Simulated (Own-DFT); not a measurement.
# Strain and stress in grey tin, 32 atoms (Sn32)

All numbers below are calculated, not measured. The program, named Own-DFT, is a retired in-house plane-wave density functional code that no person has reviewed. Each row is one single-point run on a periodic cell that was not relaxed, without spin or spin-orbit coupling.

Settings of every run: PBE; PseudoDojo norm-conserving scalar-relativistic files; cutoff 42 hartree; 3 x 3 x 5 k mesh centred on Gamma; cold (Marzari-Vanderbilt) smearing of 0.2 eV.

Known limits: forces on such cells failed a check on a denser k mesh; stress not checked against mesh or cutoff.

Unstrained cell vectors in Å: (12.978, 0.000, 0.000); (0.000, 12.978, 0.000); (0.000, 0.000, 6.489). The unstrained cell has measured lattice constants (interpolated for alloys), not those of this functional. That, the random moves and any unrelaxed bonds set the pressure at no strain. Each run strains this cell uniformly, with the atoms carried along. Every atom was also moved at random, by a Gaussian of width 0.05 Å on each axis. Strain is the symmetric tensor, in per cent. Stress is positive in tension, and the pressure is minus a third of its trace.

```
run  e_xx (%)  e_yy (%)  e_zz (%)  s_xx (GPa)  s_yy (GPa)  s_zz (GPa)  P (GPa)  E (meV/atom)
  1     -1.50     -1.50      0.00       -5.49       -5.48       -4.97     5.32          57.7
  2      1.75      1.75      0.00       -1.72       -1.74       -2.16     1.88           0.0
  3     -2.50     -2.50      0.00       -6.91       -6.94       -6.29     6.72          94.5
  4     -2.00     -2.00      0.00       -6.18       -6.07       -5.64     5.96          71.6
  5      0.25      0.25      0.00       -3.43       -3.34       -3.36     3.37          27.4
  6      2.50      2.50      0.00       -1.12       -1.10       -1.72     1.31           4.0
  7     -0.50     -0.50      0.00       -4.18       -4.17       -4.00     4.12          31.2
  8      2.25      2.25      0.00           ?           ?           ?        ?             ?
```

E is the free energy for each atom above the lowest run shown.

## Worked fit

The change of volume is close to e_xx + e_yy + e_zz. A straight line through the runs shown gives P = 3.81 - 54 x (fractional change of volume) GPa, with an error of 2 on the slope and a scatter of 0.20 GPa. The strain isn't the same on all axes, but the crystal is cubic, so the slope still estimates the bulk modulus, averaged over pressures from 1.3 to 6.7 GPa.

## Withheld run

Question: what pressure should run 8 give? Its volume changes by 4.55 %.

The line gives 1.4 GPa. The calculation gave 1.49 GPa.
